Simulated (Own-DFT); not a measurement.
Simulation results for TiSi2 (C49 TiSi2 crystal, atoms displaced)

Computed with Own-DFT development build. A calculation, not a measurement: plane-wave density functional theory by an unreviewed code, no spin, of a simulated periodic cell, stress positive in tension, run twice, with PBE and with PBEsol, both on files made for PBE, so the change isn't that of files made for PBEsol, forces on such cells moved up to 12 meV/angstrom on a denser k mesh; the far tail of each file's local potential was reset to the Coulomb form; each entry is a single point on an unrelaxed cell, so the pressure reflects the starting lattice, taken from the Materials Project, from which strain is counted, and rises with the displacements; printed positions are rounded, which can move forces by about a meV/angstrom; the program, named Own-DFT, is a retired in-house code; no spin-orbit coupling; stress was not checked against mesh or cutoff.

TiSi2 (C49 TiSi2 crystal, atoms displaced)

```
cell vectors (Å)
   5.2953    -6.7593     3.5652
   7.0604     0.0000    -7.1303
   5.2953     6.7593     3.5652
atoms (fractions of the cell vectors)
Ti  0.94857  0.92397  0.15319
Ti  0.85358  0.87318  0.64693
Si  0.60415  0.92410  0.49242
Si  0.19196  0.87413  0.31010
Si  0.90145  0.02232  0.40113
Si  0.89821  0.77768  0.39704
Ti  0.94645  0.42585  0.15513
Ti  0.85596  0.37728  0.64607
Si  0.61525  0.42314  0.49260
Si  0.19258  0.37791  0.30860
Si  0.89737  0.52360  0.39967
Si  0.89947  0.27351  0.40072
Ti  0.74547  0.72309  0.95264
Ti  0.65580  0.67763  0.45091
Si  0.41257  0.72889  0.29421
Si  0.99151  0.67169  0.11027
Si  0.69926  0.82725  0.20011
Si  0.70213  0.57465  0.20162
Ti  0.54639  0.02691  0.75272
Ti  0.45231  0.97359  0.24751
Si  0.21065  0.02462  0.09069
Si  0.79559  0.97474  0.90745
Si  0.49540  0.12518  0.00126
Si  0.49885  0.87807  0.00189
Ti  0.74405  0.22266  0.95157
Ti  0.65381  0.17732  0.44766
Si  0.40512  0.22154  0.29295
Si  0.99372  0.17406  0.10694
Si  0.70128  0.32194  0.19912
Si  0.70031  0.07648  0.20128
Ti  0.54847  0.52226  0.75221
Ti  0.45234  0.47816  0.24314
Si  0.20880  0.52351  0.09466
Si  0.78897  0.47341  0.90645
Si  0.49833  0.62846  0.99984
Si  0.49793  0.37635  0.00007
Ti  0.34685  0.82457  0.55414
Ti  0.25006  0.77282  0.04907
Si  0.00869  0.82447  0.89189
Si  0.59170  0.77645  0.71163
Si  0.30058  0.92373  0.80384
Si  0.30069  0.67662  0.79555
Ti  0.34410  0.32518  0.55554
Ti  0.25056  0.27310  0.05252
Si  0.00883  0.32789  0.89077
Si  0.59210  0.27882  0.71019
Si  0.30312  0.42562  0.79788
Si  0.30647  0.17680  0.80444
Ti  0.14772  0.62453  0.35126
Ti  0.05050  0.57389  0.84745
Si  0.80852  0.62817  0.69163
Si  0.39389  0.57291  0.50955
Si  0.09943  0.72359  0.60284
Si  0.09682  0.47602  0.60035
Ti  0.14492  0.12879  0.34995
Ti  0.05324  0.07494  0.84409
Si  0.80689  0.12252  0.69376
Si  0.39289  0.07059  0.50916
Si  0.09754  0.22215  0.60070
Si  0.09929  0.97756  0.59949
```

Here we set functional PBE, then PBEsol, potential files PseudoDojo norm-conserving, scalar-relativistic, standard set, wave cutoff 42 hartree, occupations cold (Marzari-Vanderbilt), smearing width 0.2 eV and k mesh 4 x 4 x 4 centred on Gamma.

It finds PBE pressure 2 GPa; PBE stress xx -1.95 GPa; PBE stress yy -1.77 GPa; PBE stress zz -2.28 GPa; PBE stress yz 0 GPa; PBE stress xz -0.05 GPa; PBE stress xy -0.02 GPa; PBEsol pressure -1.33 GPa; PBEsol stress xx 1.48 GPa; PBEsol stress yy 1.8 GPa; PBEsol stress zz 0.7 GPa; PBEsol stress yz 0.01 GPa; PBEsol stress xz -0.05 GPa; PBEsol stress xy -0.02 GPa; rms change of force components from PBE to PBEsol 0.018 eV/Å.

Force:
```tsv
force element	PBE force x (eV/Å)	PBE force y (eV/Å)	PBE force z (eV/Å)	PBEsol force x (eV/Å)	PBEsol force y (eV/Å)	PBEsol force z (eV/Å)
Ti	-0.045	0.065	-0.118	-0.044	0.052	-0.116
Ti	0.188	0.032	-0.297	0.186	0.048	-0.295
Si	0.446	-0.473	0.213	0.437	-0.529	0.219
Si	0.025	0.101	-0.213	0.023	0.149	-0.213
Si	0.056	0.041	-0.284	0.058	0.041	-0.288
Si	0.015	-0.034	0.455	0.013	-0.033	0.462
Ti	-0.382	-0.173	0.106	-0.374	-0.187	0.106
Ti	-0.261	0.435	0.231	-0.26	0.447	0.226
Si	-0.204	-0.037	-0.722	-0.198	-0.088	-0.718
Si	-0.143	0.381	0.361	-0.143	0.434	0.362
Si	0.335	-0.123	0.008	0.339	-0.119	0.011
Si	0.072	-0.11	-0.073	0.07	-0.11	-0.073
Ti	0.457	0.049	-0.024	0.452	0.031	-0.024
Ti	-0.605	-0.113	-0.01	-0.6	-0.099	-0.011
Si	-0.562	-0.023	0.276	-0.553	-0.072	0.273
Si	0.023	0.083	-0.478	0.023	0.131	-0.476
Si	-0.135	-0.041	0.133	-0.136	-0.039	0.132
Si	-0.2	0.046	-0.254	-0.207	0.042	-0.256
Ti	0.115	0.102	0.245	0.115	0.089	0.243
Ti	0.262	-0.029	-0.19	0.259	-0.014	-0.19
Si	-0.226	0.036	0.084	-0.221	-0.012	0.086
Si	-0.25	0.523	0.077	-0.246	0.579	0.077
Si	0.431	-0.163	0.209	0.441	-0.16	0.215
Si	-0.209	-0.175	0.223	-0.206	-0.173	0.226
Ti	0.481	-0.037	0.088	0.475	-0.051	0.085
Ti	-0.45	0.096	0.25	-0.446	0.107	0.25
Si	0.535	-0.218	-0.15	0.523	-0.268	-0.152
Si	-0.148	0.216	-0.297	-0.143	0.266	-0.294
Si	0.143	0.169	-0.337	0.147	0.167	-0.341
Si	-0.185	-0.062	0.093	-0.189	-0.062	0.092
Ti	0.373	0.243	-0.45	0.367	0.228	-0.446
Ti	0.252	0.29	0.678	0.245	0.306	0.67
Si	-0.211	-0.404	-0.371	-0.206	-0.456	-0.373
Si	0.269	0.147	0.158	0.264	0.196	0.152
Si	-0.105	-0.025	0.197	-0.102	-0.022	0.202
Si	0.099	-0.036	0.102	0.103	-0.036	0.104
Ti	-0.08	0.025	0.098	-0.076	0.005	0.099
Ti	0.302	-0.409	-0.021	0.302	-0.391	-0.02
Si	-0.083	-0.146	0.192	-0.083	-0.197	0.197
Si	-0.253	0.142	-0.019	-0.25	0.191	-0.017
Si	-0.1	-0.077	-0.292	-0.101	-0.075	-0.3
Si	0.081	0.327	0.294	0.082	0.32	0.296
Ti	-0.057	-0.467	0.185	-0.051	-0.477	0.186
Ti	-0.008	-0.611	-0.413	-0.009	-0.59	-0.406
Si	-0.224	-0.069	0.372	-0.219	-0.122	0.368
Si	-0.523	0.021	0.281	-0.515	0.075	0.281
Si	-0.082	0.485	-0.112	-0.085	0.475	-0.118
Si	-0.711	0.191	-0.405	-0.724	0.185	-0.411
Ti	0.348	0.346	0.039	0.341	0.324	0.038
Ti	0.409	-0.227	0.03	0.402	-0.21	0.024
Si	-0.155	-0.045	0.354	-0.152	-0.097	0.353
Si	-0.037	-0.081	-0.212	-0.037	-0.03	-0.211
Si	-0.136	-0.174	-0.242	-0.136	-0.169	-0.251
Si	0.046	-0.282	0.148	0.039	-0.277	0.154
Ti	0.029	0.15	0.62	0.03	0.132	0.616
Ti	0.334	0.282	0.153	0.327	0.299	0.154
Si	0.125	-0.339	-0.452	0.122	-0.39	-0.456
Si	0.189	0.476	-0.72	0.187	0.533	-0.719
Si	0.427	-0.176	-0.121	0.439	-0.172	-0.123
Si	-0.099	-0.126	0.328	-0.099	-0.123	0.337
```
